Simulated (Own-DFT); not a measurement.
# Strain and stress in grey tin, 32 atoms (Sn32)

These are calculations, not measurements. The program, named Own-DFT, is a retired in-house plane-wave density functional code that no person has reviewed. Each row is one single-point run on a periodic cell that was not relaxed, without spin or spin-orbit coupling.

Settings of every run: PBE; PseudoDojo norm-conserving scalar-relativistic files; cutoff 42 hartree; 3 x 3 x 5 k mesh centred on Gamma; cold (Marzari-Vanderbilt) smearing of 0.2 eV.

Known limits: forces on such cells failed a check on a denser k mesh; stress not checked against mesh or cutoff.

Unstrained cell vectors in Å: (12.978, 0.000, 0.000); (0.000, 12.978, 0.000); (0.000, 0.000, 6.489). The unstrained cell has measured lattice constants (interpolated for alloys), not those of this functional. That, the random moves and any unrelaxed bonds set the pressure at no strain. Each run strains this cell uniformly, with the atoms carried along. Every atom was also moved at random, by a Gaussian of width 0.05 Å on each axis. Strain is the symmetric tensor, in per cent. Stress is positive in tension, and the pressure is minus a third of its trace.

```
run,e_xx (%),e_yy (%),e_zz (%),s_xx (GPa),s_yy (GPa),s_zz (GPa),P (GPa),E (meV/atom)
1,-3.00,-3.00,0.00,-7.55,-7.52,-6.74,7.27,96.7
2,0.50,0.50,0.00,-3.06,-3.06,-3.14,3.09,17.1
3,-0.25,-0.25,0.00,-3.78,-3.85,-3.77,3.80,23.6
4,2.00,2.00,0.00,-1.49,-1.54,-2.00,1.68,0.0
5,1.50,1.50,0.00,-2.19,-2.04,-2.48,2.24,15.3
6,-1.75,-1.75,0.00,-5.80,-5.78,-5.24,5.61,59.7
7,-0.75,-0.75,0.00,-4.41,-4.53,-4.18,4.38,33.4
8,-2.25,-2.25,0.00,?,?,?,?,?
```

E is the free energy for each atom above the lowest run shown.

## Worked fit

The change of volume is close to e_xx + e_yy + e_zz. A straight line through the runs shown gives P = 3.75 - 55 x (fractional change of volume) GPa, with an error of 2 on the slope and a scatter of 0.21 GPa. The strain isn't the same on all axes, but the crystal is cubic, so the slope still estimates the bulk modulus, averaged over pressures from 1.7 to 7.3 GPa.

## Withheld run

Question: what pressure should run 8 give? Its volume changes by -4.45 %.

The line gives 6.2 GPa. The calculation gave 6.24 GPa.
